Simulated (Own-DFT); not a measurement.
# Computed records: GaN (wurtzite, strained, atoms displaced)

Computed with Own-DFT development build. A calculation, not a measurement: plane-wave PBE density functional theory by an unreviewed code, no spin, of a simulated periodic cell, stress positive in tension, free energy of the whole cell less one offset for each atom, forces on such cells passed a denser k mesh, this cell's mesh not checked; offsets are fitted by least squares, one for each functional and potential file, so energies compare only between cells with the same atoms and settings and are not formation energies; the far tail of each file's local potential was reset to the Coulomb form; each entry is a single point on an unrelaxed cell, so the pressure reflects the starting lattice, mostly measured values (interpolated for alloys), from which strain is counted, and rises with the displacements; printed positions are rounded, which can move forces by about a meV/angstrom; the program, named Own-DFT, is a retired in-house code; no spin-orbit coupling.

Common to all runs: functional PBE; potential files PseudoDojo norm-conserving, scalar-relativistic, standard set with the stringent files for Ga; wave cutoff 96 hartree; occupations Gaussian; smearing width 0.01 eV; k mesh 3 x 4 x 3 centred on Gamma.

(1) GaN (wurtzite, strained, atoms displaced)

```cif
# cell vector a (Å): 12.7560 0.0000 0.0000
# cell vector b (Å): -4.7835 8.2853 0.0000
# cell vector c (Å): 0.0000 0.0000 10.4218
data_GaN
_symmetry_space_group_name_H-M 'P 1'
_symmetry_Int_Tables_number 1
_cell_length_a 12.7560
_cell_length_b 9.5670
_cell_length_c 10.4218
_cell_angle_alpha 90.000
_cell_angle_beta 90.000
_cell_angle_gamma 120.000
_cell_volume 1101.45
loop_
_atom_site_label
_atom_site_type_symbol
_atom_site_fract_x
_atom_site_fract_y
_atom_site_fract_z
_atom_site_occupancy
Ga1 Ga 0.08142 0.21071 0.99578 1
Ga2 Ga 0.16536 0.09582 0.24760 1
N1 N 0.08068 0.21958 0.17374 1
N2 N 0.16063 0.11653 0.45132 1
Ga3 Ga 0.09354 0.22780 0.49481 1
Ga4 Ga 0.16684 0.11093 0.75106 1
N3 N 0.07515 0.21108 0.69595 1
N4 N 0.16988 0.10991 0.94081 1
Ga5 Ga 0.09217 0.55929 0.99673 1
Ga6 Ga 0.16368 0.44566 0.24549 1
N5 N 0.08429 0.56416 0.19152 1
N6 N 0.17169 0.44756 0.43800 1
Ga7 Ga 0.08144 0.56213 0.50312 1
Ga8 Ga 0.16236 0.43708 0.74500 1
N7 N 0.08827 0.55322 0.69242 1
N8 N 0.16508 0.44645 0.93804 1
Ga9 Ga 0.09130 0.88873 0.00036 1
Ga10 Ga 0.16241 0.77978 0.25370 1
N9 N 0.08124 0.87830 0.18710 1
N10 N 0.16455 0.76858 0.44041 1
Ga11 Ga 0.08061 0.88943 0.49105 1
Ga12 Ga 0.17293 0.77534 0.75503 1
N11 N 0.08794 0.89468 0.69190 1
N12 N 0.17045 0.78008 0.93526 1
Ga13 Ga 0.32850 0.21672 0.99675 1
Ga14 Ga 0.41669 0.10915 0.25288 1
N13 N 0.32996 0.21440 0.19110 1
N14 N 0.41883 0.10732 0.44264 1
Ga15 Ga 0.32802 0.21844 0.49308 1
Ga16 Ga 0.42086 0.12072 0.74570 1
N15 N 0.34197 0.22839 0.69265 1
N16 N 0.40958 0.09732 0.94296 1
Ga17 Ga 0.33932 0.55811 0.00222 1
Ga18 Ga 0.41778 0.44573 0.24386 1
N17 N 0.33623 0.56634 0.18906 1
N18 N 0.42039 0.45806 0.42742 1
Ga19 Ga 0.33479 0.55603 0.49732 1
Ga20 Ga 0.42008 0.44190 0.74780 1
N19 N 0.33460 0.55198 0.69107 1
N20 N 0.41026 0.43945 0.94049 1
Ga21 Ga 0.33994 0.88814 0.00000 1
Ga22 Ga 0.42195 0.77753 0.23885 1
N21 N 0.34668 0.89136 0.18642 1
N22 N 0.42410 0.78744 0.43593 1
Ga23 Ga 0.33529 0.89148 0.49876 1
Ga24 Ga 0.41678 0.78000 0.74464 1
N23 N 0.33326 0.88435 0.68836 1
N24 N 0.42176 0.78016 0.94351 1
Ga25 Ga 0.57782 0.22119 0.99762 1
Ga26 Ga 0.65366 0.11161 0.24927 1
N25 N 0.57978 0.22684 0.18990 1
N26 N 0.65978 0.11181 0.43758 1
Ga27 Ga 0.58457 0.22653 0.50851 1
Ga28 Ga 0.67191 0.11310 0.75128 1
N27 N 0.58070 0.21329 0.68432 1
N28 N 0.65295 0.10099 0.94187 1
Ga29 Ga 0.58025 0.56156 0.00702 1
Ga30 Ga 0.65953 0.43607 0.24757 1
N29 N 0.59323 0.56139 0.19044 1
N30 N 0.66928 0.44049 0.43441 1
Ga31 Ga 0.58933 0.56033 0.49249 1
Ga32 Ga 0.66264 0.43796 0.75071 1
N31 N 0.58864 0.56938 0.69647 1
N32 N 0.66906 0.44608 0.94226 1
Ga33 Ga 0.58360 0.88935 0.00762 1
Ga34 Ga 0.66321 0.78191 0.25173 1
N33 N 0.58018 0.88073 0.18307 1
N34 N 0.67003 0.76999 0.43406 1
Ga35 Ga 0.58696 0.90192 0.49859 1
Ga36 Ga 0.67087 0.78289 0.74492 1
N35 N 0.57728 0.89098 0.69142 1
N36 N 0.66895 0.77322 0.94123 1
Ga37 Ga 0.83904 0.22896 0.99772 1
Ga38 Ga 0.91373 0.10298 0.24880 1
N37 N 0.83021 0.22640 0.18339 1
N38 N 0.92935 0.12195 0.44611 1
Ga39 Ga 0.82971 0.21745 0.49951 1
Ga40 Ga 0.91722 0.12236 0.75269 1
N39 N 0.83561 0.22064 0.69059 1
N40 N 0.91770 0.11844 0.94053 1
Ga41 Ga 0.83323 0.55940 0.99662 1
Ga42 Ga 0.91536 0.43930 0.24858 1
N41 N 0.82515 0.55363 0.18450 1
N42 N 0.91980 0.44712 0.44452 1
Ga43 Ga 0.82645 0.54261 0.49934 1
Ga44 Ga 0.91706 0.44718 0.75478 1
N43 N 0.83672 0.55964 0.68407 1
N44 N 0.91342 0.44673 0.93334 1
Ga45 Ga 0.83443 0.89163 0.98726 1
Ga46 Ga 0.91361 0.76906 0.25703 1
N45 N 0.83826 0.90927 0.18725 1
N46 N 0.91964 0.76806 0.43905 1
Ga47 Ga 0.82861 0.88775 0.50198 1
Ga48 Ga 0.91898 0.78231 0.75170 1
N47 N 0.82780 0.89283 0.69268 1
N48 N 0.91897 0.79064 0.94561 1
```

* free energy of cell above offsets: -3.715 eV
* pressure: 6.54 GPa
* stress xx: -7.26 GPa
* stress yy: -8.36 GPa
* stress zz: -4.01 GPa
* stress yz: -0.23 GPa
* stress xz: -0.13 GPa
* stress xy: 0.4 GPa

Force:
```csv
element,x (eV/Å),y (eV/Å),z (eV/Å)
Ga,-0.256,1.643,-0.497
Ga,-1.595,1.738,0.046
N,0.704,0.096,2.858
N,3.913,-2.549,-2.82
Ga,-3.636,1.968,2.178
Ga,0.291,0.222,0.028
N,1.558,1.258,-1.187
N,-0.741,-0.701,-0.718
Ga,-1.526,-0.083,0.696
Ga,0.601,-0.353,0.167
N,0.083,-0.922,-0.861
N,-0.94,0.155,-0.34
Ga,1.227,-1.751,0.658
Ga,1.259,0.107,0.996
N,-1.521,0.408,-0.61
N,1.49,-0.902,-0.277
Ga,-1.113,-0.234,-0.337
Ga,2.494,-0.52,0.022
N,-0.827,0.753,0.2
N,-0.204,2.638,-0.549
Ga,0.913,-0.32,2.219
Ga,-1.033,0.295,-1.21
N,0.135,-1.113,-0.755
N,0.356,-0.248,1.118
Ga,1.272,0.448,0.821
Ga,-0.122,-0.363,-0.082
N,0.148,0.604,-0.189
N,-1.139,1.181,-0.492
Ga,1.25,1.236,0.72
Ga,0.191,-2.428,1.248
N,-1.54,-0.723,-1.468
N,-0.175,2.54,-1.436
Ga,-1.635,-0.102,-0.555
Ga,-0.231,0.055,-0.096
N,0.25,-2.466,-0.529
N,1.026,-1.668,1.164
Ga,-0.006,1.284,0.442
Ga,-0.593,1.565,0.66
N,-0.252,-0.052,-0.661
N,1.401,0.028,-0.059
Ga,-0.529,-1.005,0.45
Ga,-0.953,0.215,2.475
N,-2.553,0.221,0.325
N,-0.327,-0.841,-0.262
Ga,0.251,-1.258,0.357
Ga,0.075,-1.091,1.33
N,-0.407,1.28,-0.359
N,-0.143,-0.833,-1.205
Ga,0.219,0.147,0.336
Ga,2.082,-0.155,-0.437
N,-0.252,-1.137,-0.872
N,1.281,0.998,-0.416
Ga,-0.437,-0.243,-1.762
Ga,-0.787,-0.779,0.857
N,0.6,1.329,1.582
N,1.673,1.568,-0.639
Ga,0.907,-0.965,-1.043
Ga,1.092,1.435,0.304
N,-1.945,-0.26,-0.013
N,-1.266,-0.244,0.351
Ga,-0.69,-1.44,1.28
Ga,0.35,1.252,0.336
N,0.465,-2.451,-1.825
N,-1.26,-0.539,-0.807
Ga,0.861,-0.364,-2.285
Ga,1.951,0.222,-0.708
N,0.59,1.828,1.692
N,-1.115,2.099,0.379
Ga,0.049,-2.153,0.858
Ga,-1.989,0.138,1.73
N,2.034,0.537,-1.038
N,-1.145,0.922,-0.683
Ga,-1.599,-0.438,0.493
Ga,-0.038,4.08,1.201
N,-0.098,-0.993,0.927
N,-1.886,-1.518,-1.138
Ga,0.87,0.706,-0.116
Ga,0.648,-1.732,0.344
N,-1.611,1.038,-0.72
N,-0.006,-0.718,-0.969
Ga,0.098,0.376,0.641
Ga,-0.637,0.894,0.292
N,1.16,-0.011,0.555
N,-0.516,-1.216,-1.037
Ga,1.067,1.296,0.282
Ga,0.299,0.244,-1.493
N,-0.604,-0.525,0.92
N,0.783,0.505,1.214
Ga,-1.045,0.824,2.154
Ga,-1.165,0.46,-1.527
N,0.171,-5.151,-0.97
N,-1.706,0.367,0.302
Ga,1.681,0.794,0.064
Ga,-0.033,0.179,-0.15
N,2.015,0.725,-0.795
N,1.993,-1.338,-1.272
```

(2) GaN (wurtzite, strained, atoms displaced)

```cif
# cell vector a (Å): 12.7560 0.0000 0.0000
# cell vector b (Å): -4.7835 8.2853 0.0000
# cell vector c (Å): 0.0000 0.0000 10.4218
data_GaN
_symmetry_space_group_name_H-M 'P 1'
_symmetry_Int_Tables_number 1
_cell_length_a 12.7560
_cell_length_b 9.5670
_cell_length_c 10.4218
_cell_angle_alpha 90.000
_cell_angle_beta 90.000
_cell_angle_gamma 120.000
_cell_volume 1101.45
loop_
_atom_site_label
_atom_site_type_symbol
_atom_site_fract_x
_atom_site_fract_y
_atom_site_fract_z
_atom_site_occupancy
Ga1 Ga 0.08875 0.23041 0.99988 1
Ga2 Ga 0.16342 0.10994 0.24806 1
N1 N 0.07985 0.21340 0.19691 1
N2 N 0.17524 0.11350 0.43682 1
Ga3 Ga 0.08705 0.22745 0.49804 1
Ga4 Ga 0.16917 0.11129 0.73553 1
N3 N 0.08172 0.21723 0.68897 1
N4 N 0.16177 0.10391 0.93979 1
Ga5 Ga 0.07792 0.55752 0.99709 1
Ga6 Ga 0.17084 0.44558 0.25514 1
N5 N 0.08210 0.55017 0.18680 1
N6 N 0.15950 0.43703 0.44133 1
Ga7 Ga 0.08117 0.54789 0.49921 1
Ga8 Ga 0.16760 0.43093 0.75153 1
N7 N 0.08569 0.56371 0.69170 1
N8 N 0.16936 0.44982 0.94254 1
Ga9 Ga 0.07207 0.87993 0.99559 1
Ga10 Ga 0.17052 0.77714 0.24979 1
N9 N 0.09077 0.89113 0.19069 1
N10 N 0.17271 0.78367 0.43543 1
Ga11 Ga 0.09008 0.89630 0.50411 1
Ga12 Ga 0.16695 0.77752 0.74678 1
N11 N 0.07581 0.88202 0.67946 1
N12 N 0.15373 0.76061 0.93972 1
Ga13 Ga 0.33400 0.22264 0.00228 1
Ga14 Ga 0.42154 0.12363 0.25186 1
N13 N 0.33209 0.22912 0.19127 1
N14 N 0.42073 0.11676 0.43761 1
Ga15 Ga 0.33929 0.22982 0.50316 1
Ga16 Ga 0.41810 0.12259 0.75307 1
N15 N 0.33514 0.22954 0.69305 1
N16 N 0.42111 0.10456 0.95063 1
Ga17 Ga 0.33392 0.55652 0.99624 1
Ga18 Ga 0.41986 0.43625 0.25338 1
N17 N 0.33057 0.55267 0.18240 1
N18 N 0.41466 0.43734 0.43359 1
Ga19 Ga 0.33078 0.55419 0.49509 1
Ga20 Ga 0.41601 0.44887 0.75471 1
N19 N 0.34044 0.56038 0.69282 1
N20 N 0.41492 0.44137 0.93520 1
Ga21 Ga 0.32782 0.87752 0.00173 1
Ga22 Ga 0.41955 0.77476 0.24983 1
N21 N 0.34265 0.89381 0.18800 1
N22 N 0.41302 0.77028 0.43414 1
Ga23 Ga 0.33071 0.89006 0.49874 1
Ga24 Ga 0.42410 0.78400 0.74351 1
N23 N 0.33193 0.88309 0.68721 1
N24 N 0.42354 0.77746 0.93887 1
Ga25 Ga 0.58389 0.22227 0.01307 1
Ga26 Ga 0.66877 0.11790 0.23679 1
N25 N 0.58426 0.21944 0.19633 1
N26 N 0.66215 0.10702 0.44003 1
Ga27 Ga 0.58186 0.23120 0.50837 1
Ga28 Ga 0.67066 0.10931 0.75542 1
N27 N 0.58065 0.22162 0.68900 1
N28 N 0.67597 0.11248 0.94453 1
Ga29 Ga 0.58623 0.55456 0.01110 1
Ga30 Ga 0.66740 0.44907 0.24500 1
N29 N 0.58874 0.55897 0.19492 1
N30 N 0.67336 0.45642 0.43098 1
Ga31 Ga 0.57618 0.55029 0.49726 1
Ga32 Ga 0.66544 0.43973 0.74546 1
N31 N 0.58210 0.56189 0.68219 1
N32 N 0.66503 0.44482 0.93751 1
Ga33 Ga 0.58669 0.89384 0.00659 1
Ga34 Ga 0.66604 0.78803 0.24976 1
N33 N 0.58781 0.89934 0.18857 1
N34 N 0.65784 0.77343 0.43825 1
Ga35 Ga 0.57980 0.88897 0.49368 1
Ga36 Ga 0.65599 0.77447 0.75056 1
N35 N 0.57365 0.88637 0.69014 1
N36 N 0.66492 0.78393 0.93791 1
Ga37 Ga 0.84450 0.23560 0.00017 1
Ga38 Ga 0.91174 0.11137 0.25523 1
N37 N 0.83496 0.22989 0.19169 1
N38 N 0.92412 0.12496 0.43966 1
Ga39 Ga 0.83299 0.21506 0.50112 1
Ga40 Ga 0.92030 0.11543 0.74149 1
N39 N 0.83658 0.23042 0.69760 1
N40 N 0.91337 0.10812 0.94201 1
Ga41 Ga 0.82986 0.55086 0.00532 1
Ga42 Ga 0.91548 0.44079 0.25292 1
N41 N 0.83216 0.55526 0.18826 1
N42 N 0.91608 0.44381 0.44405 1
Ga43 Ga 0.83532 0.56206 0.49442 1
Ga44 Ga 0.92402 0.45729 0.74539 1
N43 N 0.82906 0.55781 0.68308 1
N44 N 0.91987 0.44376 0.93765 1
Ga45 Ga 0.83740 0.88665 0.99586 1
Ga46 Ga 0.91619 0.76930 0.24749 1
N45 N 0.82907 0.88229 0.18936 1
N46 N 0.92195 0.78377 0.44460 1
Ga47 Ga 0.83460 0.88632 0.49491 1
Ga48 Ga 0.91861 0.77622 0.75808 1
N47 N 0.83379 0.88178 0.68853 1
N48 N 0.92063 0.77711 0.92676 1
```

* free energy of cell above offsets: -5.127 eV
* pressure: 5.87 GPa
* stress xx: -6.26 GPa
* stress yy: -6.86 GPa
* stress zz: -4.5 GPa
* stress yz: 0.3 GPa
* stress xz: -0.07 GPa
* stress xy: -0.78 GPa

Force:
```csv
element,x (eV/Å),y (eV/Å),z (eV/Å)
Ga,-0.514,-1.33,0.588
Ga,0.855,-0.294,0.542
N,-0.802,1.299,-0.968
N,-0.996,0.418,0.655
Ga,0.838,-1.72,0.267
Ga,-0.426,-1.171,2.052
N,0.622,0.594,-1.011
N,0.62,0.592,-0.805
Ga,1.553,-1.707,1.351
Ga,-0.718,-0.656,-1.141
N,-0.057,0.336,0.536
N,1.257,1.555,-0.397
Ga,-0.625,1.657,0.632
Ga,-0.552,2.308,0.407
N,1.306,-1.628,-1.09
N,-0.461,-0.523,-0.949
Ga,2.475,1.454,1.326
Ga,0.396,0.035,-0.346
N,-1.224,-0.933,-0.854
N,-0.95,-1.276,0.332
Ga,-0.117,-0.67,-1.986
Ga,-0.024,0.673,0.66
N,1.31,0.896,2.09
N,0.701,3.509,-1.066
Ga,-0.209,-0.766,-0.29
Ga,-0.584,-1.672,-0.07
N,0.741,-1.355,-0.762
N,-0.322,-0.156,0.546
Ga,-0.103,-1.316,-0.111
Ga,0.659,-1.785,0.901
N,0.216,-0.244,-0.858
N,-1.307,0.448,-1.357
Ga,0.451,0.265,0.233
Ga,-1.157,1.802,-0.95
N,1.174,0.154,1.12
N,-0.73,1.075,0.732
Ga,0.358,-0.244,1.035
Ga,1.1,0.299,-0.471
N,-1.549,-0.776,-1.338
N,0.663,0.191,1.367
Ga,0.328,0.131,-0.247
Ga,-0.537,0.158,-0.604
N,-0.886,-0.108,0.419
N,-0.322,0.556,0.44
Ga,1.15,0.324,0.109
Ga,-3.118,-1.551,2.162
N,-0.395,1.452,0.165
N,-1.039,0.204,-0.325
Ga,0.7,-0.235,-1.792
Ga,0.81,-0.481,2.604
N,-0.963,1.811,-0.766
N,0.264,1.196,-0.425
Ga,1.413,-0.308,-1.815
Ga,-0.649,0.159,0.092
N,0.518,-0.203,0.743
N,-1.299,0.762,-0.012
Ga,-1.031,0.702,-1.728
Ga,0.753,-0.698,1.282
N,-1.413,0.225,-0.581
N,-0.837,-1.068,0.759
Ga,1.042,0.968,0.072
Ga,-0.506,1.297,0.507
N,0.288,-1.457,0.628
N,0.357,-0.317,0.436
Ga,-0.145,-0.181,-1.048
Ga,0.642,-0.846,0.533
N,-0.257,-1.034,0.303
N,1.1,0.6,-0.31
Ga,-0.093,0.002,0.898
Ga,1.509,0.723,-0.076
N,3.372,2.267,-1.626
N,1.146,-1.209,0.458
Ga,-0.224,-1.943,0.187
Ga,0.825,-0.287,-0.936
N,0.383,-0.859,-0.712
N,-0.06,-1.955,0.08
Ga,-1.719,0.742,0.652
Ga,-1.028,-1.684,1.61
N,0.165,-0.497,-1.335
N,1.246,0.788,-0.677
Ga,0.49,0.076,-1.511
Ga,0.432,1.172,0.579
N,0.613,-0.541,-0.116
N,-0.16,-0.175,-0.717
Ga,0.204,-0.207,0.934
Ga,-1.268,-0.729,0.42
N,0.9,-0.229,0.602
N,-1.63,0.914,-0.583
Ga,-1.266,0.33,0.21
Ga,0.107,1.909,1.084
N,0.749,0.637,-0.18
N,0.276,-0.106,-1.799
Ga,-0.878,0.194,1.04
Ga,-1.074,-0.32,-4.127
N,-1.173,0.972,-0.2
N,-1.678,-1.383,3.693
```

(3) GaN (wurtzite, strained, atoms displaced)

```cif
# cell vector a (Å): 12.7560 0.0000 0.0000
# cell vector b (Å): -4.7835 8.2853 0.0000
# cell vector c (Å): 0.0000 0.0000 10.4218
data_GaN
_symmetry_space_group_name_H-M 'P 1'
_symmetry_Int_Tables_number 1
_cell_length_a 12.7560
_cell_length_b 9.5670
_cell_length_c 10.4218
_cell_angle_alpha 90.000
_cell_angle_beta 90.000
_cell_angle_gamma 120.000
_cell_volume 1101.45
loop_
_atom_site_label
_atom_site_type_symbol
_atom_site_fract_x
_atom_site_fract_y
_atom_site_fract_z
_atom_site_occupancy
Ga1 Ga 0.07992 0.21746 0.99824 1
Ga2 Ga 0.16335 0.10371 0.24882 1
N1 N 0.08512 0.22650 0.18846 1
N2 N 0.17652 0.11773 0.43804 1
Ga3 Ga 0.07771 0.21282 0.50862 1
Ga4 Ga 0.16430 0.10683 0.74742 1
N3 N 0.07549 0.21200 0.69599 1
N4 N 0.16863 0.11015 0.93833 1
Ga5 Ga 0.08057 0.54218 0.00430 1
Ga6 Ga 0.16489 0.44801 0.25341 1
N5 N 0.07993 0.55502 0.18426 1
N6 N 0.16816 0.44645 0.43789 1
Ga7 Ga 0.08273 0.55818 0.50488 1
Ga8 Ga 0.16945 0.44569 0.75812 1
N7 N 0.08265 0.55633 0.69222 1
N8 N 0.16573 0.43895 0.93714 1
Ga9 Ga 0.08256 0.88343 0.00382 1
Ga10 Ga 0.16345 0.77893 0.25319 1
N9 N 0.08670 0.89567 0.18145 1
N10 N 0.16882 0.78033 0.43946 1
Ga11 Ga 0.08966 0.88662 0.49802 1
Ga12 Ga 0.16943 0.76842 0.75853 1
N11 N 0.08819 0.89151 0.69448 1
N12 N 0.16822 0.78060 0.93766 1
Ga13 Ga 0.32568 0.21828 0.00305 1
Ga14 Ga 0.41843 0.11812 0.24124 1
N13 N 0.33302 0.21579 0.18405 1
N14 N 0.41828 0.11245 0.43695 1
Ga15 Ga 0.33134 0.22824 0.49668 1
Ga16 Ga 0.42193 0.11181 0.75173 1
N15 N 0.33204 0.21732 0.69441 1
N16 N 0.42183 0.11892 0.93800 1
Ga17 Ga 0.32751 0.54359 0.99604 1
Ga18 Ga 0.40747 0.43132 0.25602 1
N17 N 0.33959 0.56063 0.18886 1
N18 N 0.42025 0.45161 0.44665 1
Ga19 Ga 0.33677 0.54678 0.49339 1
Ga20 Ga 0.41034 0.43395 0.74973 1
N19 N 0.32954 0.55046 0.68484 1
N20 N 0.41172 0.44515 0.94939 1
Ga21 Ga 0.33106 0.88875 0.99785 1
Ga22 Ga 0.41513 0.77560 0.24676 1
N21 N 0.33495 0.88451 0.19044 1
N22 N 0.41370 0.77564 0.43492 1
Ga23 Ga 0.33297 0.88885 0.49658 1
Ga24 Ga 0.41958 0.78163 0.75681 1
N23 N 0.32659 0.88777 0.69342 1
N24 N 0.41732 0.77609 0.93771 1
Ga25 Ga 0.58526 0.23058 0.00384 1
Ga26 Ga 0.66347 0.11613 0.24267 1
N25 N 0.58933 0.22397 0.18880 1
N26 N 0.66916 0.12118 0.44491 1
Ga27 Ga 0.58556 0.23221 0.49851 1
Ga28 Ga 0.67139 0.11304 0.75153 1
N27 N 0.58375 0.22115 0.68585 1
N28 N 0.66499 0.10784 0.93855 1
Ga29 Ga 0.58736 0.54889 0.00054 1
Ga30 Ga 0.67580 0.44418 0.24278 1
N29 N 0.58064 0.55475 0.18499 1
N30 N 0.66348 0.43394 0.44128 1
Ga31 Ga 0.58148 0.55148 0.49929 1
Ga32 Ga 0.66695 0.44109 0.74902 1
N31 N 0.58326 0.56487 0.68449 1
N32 N 0.67114 0.44497 0.93964 1
Ga33 Ga 0.57869 0.89172 0.00114 1
Ga34 Ga 0.67122 0.77740 0.25183 1
N33 N 0.58458 0.89291 0.19029 1
N34 N 0.67222 0.77414 0.43453 1
Ga35 Ga 0.58734 0.89466 0.49518 1
Ga36 Ga 0.67443 0.77598 0.75199 1
N35 N 0.57917 0.88006 0.69080 1
N36 N 0.66555 0.76980 0.94133 1
Ga37 Ga 0.83300 0.22306 0.99794 1
Ga38 Ga 0.91503 0.10781 0.25742 1
N37 N 0.83485 0.21903 0.19338 1
N38 N 0.91727 0.11401 0.44303 1
Ga39 Ga 0.83661 0.22756 0.50357 1
Ga40 Ga 0.91210 0.11198 0.75119 1
N39 N 0.83026 0.21759 0.69297 1
N40 N 0.91955 0.11318 0.93847 1
Ga41 Ga 0.83148 0.55300 0.99581 1
Ga42 Ga 0.91383 0.44099 0.24554 1
N41 N 0.82348 0.55538 0.19602 1
N42 N 0.90816 0.43913 0.45044 1
Ga43 Ga 0.82847 0.55270 0.50058 1
Ga44 Ga 0.92268 0.43619 0.74745 1
N43 N 0.83271 0.56962 0.68394 1
N44 N 0.91880 0.44939 0.93966 1
Ga45 Ga 0.83390 0.89729 0.00804 1
Ga46 Ga 0.91591 0.76863 0.24908 1
N45 N 0.83084 0.88792 0.19078 1
N46 N 0.90815 0.77739 0.43095 1
Ga47 Ga 0.83529 0.89094 0.49528 1
Ga48 Ga 0.91291 0.77392 0.75241 1
N47 N 0.82858 0.88408 0.68235 1
N48 N 0.91272 0.77014 0.93981 1
```

- free energy of cell above offsets: -4.952 eV
- pressure: 6.14 GPa
- stress xx: -6.97 GPa
- stress yy: -6.92 GPa
- stress zz: -4.53 GPa
- stress yz: -0.4 GPa
- stress xz: 0.22 GPa
- stress xy: -1.06 GPa

Force:
```csv
element,x (eV/Å),y (eV/Å),z (eV/Å)
Ga,1.108,-0.053,0.609
Ga,-0.22,1.704,0.33
N,-0.105,-0.616,0.107
N,-2.432,-1.429,-0.484
Ga,0.852,1.21,-0.541
Ga,0.411,0.189,0.902
N,0.383,1.258,-0.606
N,-1.29,-0.742,-0.034
Ga,-0.072,1.638,-0.952
Ga,0.871,-0.083,-0.333
N,-0.12,0.312,1.32
N,-0.596,-0.685,0.66
Ga,0.347,-0.56,-0.405
Ga,0.057,-0.503,-2.044
N,0.902,-0.643,-0.385
N,-0.712,-0.039,0.83
Ga,-0.469,0.323,-2.082
Ga,1.078,0.072,-0.805
N,-0.357,-1.794,1.706
N,-0.168,-1.082,-0.612
Ga,-1.949,0.627,1.338
Ga,-1.48,1.317,-0.807
N,-0.524,-1.574,-1.118
N,-0.003,-1.327,1.28
Ga,1.299,0.724,-1.092
Ga,1.135,-1.481,1.503
N,-1.171,0.381,1
N,-0.615,0.385,-0.4
Ga,2.448,-0.404,1.586
Ga,-0.824,-0.361,-0.207
N,0.026,0.023,-1.217
N,-0.39,-0.479,0.703
Ga,-0.027,2.103,1.446
Ga,0.942,1.638,-1.04
N,-1.121,-1.656,-0.178
N,1.118,-1.976,-2.015
Ga,-2.964,2.383,1.564
Ga,0.314,1.58,0.629
N,0.13,0.246,0.521
N,2.144,-1.141,-1.82
Ga,0.809,0.317,0.46
Ga,0.859,0.446,0.682
N,-1.471,0.865,-0.694
N,0.668,-0.005,0.389
Ga,0.954,0.494,0.924
Ga,-0.406,-0.749,-1.591
N,1.727,0.212,-0.886
N,-0.999,-0.417,0.819
Ga,0.344,-1.256,-0.774
Ga,2.133,-1.49,2.02
N,-1.937,0.718,-0.793
N,0.576,-0.768,-1.111
Ga,-0.119,-2.969,0.757
Ga,-1.707,-1.539,-0.254
N,0.43,0.224,0.553
N,0.037,1.08,0.191
Ga,-1.907,0.762,0.225
Ga,-5.225,-1.48,2.501
N,0.59,-0.831,1.177
N,-0.487,2.944,-1.629
Ga,1.278,1.011,0.25
Ga,-0.628,0.755,-0.474
N,0.402,-2.14,0.812
N,-0.395,-0.543,-0.793
Ga,1.361,-1.1,0.284
Ga,-1.58,-0.703,-0.574
N,0.225,-0.201,-0.169
N,-1.316,0.245,0.489
Ga,-0.313,-0.67,0.568
Ga,-2.065,-0.032,0.459
N,0.883,1.352,-0.469
N,-0.066,1.173,-0.077
Ga,0.012,-0.282,0.622
Ga,0.515,0.348,-0.59
N,-0.574,0.366,-0.937
N,-0.047,-0.092,-0.207
Ga,-0.751,-1.47,-0.018
Ga,0.833,-1.677,0.087
N,0.532,0.897,-0.635
N,-1.043,-0.205,-0.081
Ga,0.465,0.636,0.763
Ga,-0.198,0.052,1.185
N,4.997,1.09,-2.593
N,1.529,1.752,-1.738
Ga,-0.412,0.813,0.024
Ga,-2.152,1.176,0.546
N,1.039,-2.594,0.558
N,0.12,-1.013,-0.385
Ga,0.022,-1.423,-0.999
Ga,-0.668,1.815,-0.143
N,1.409,0.556,0.083
N,2.539,-0.202,0.649
Ga,-0.6,-0.233,0.846
Ga,0.622,1.754,-0.086
N,1.228,1.425,0.45
N,-0.027,1.321,0.467
```
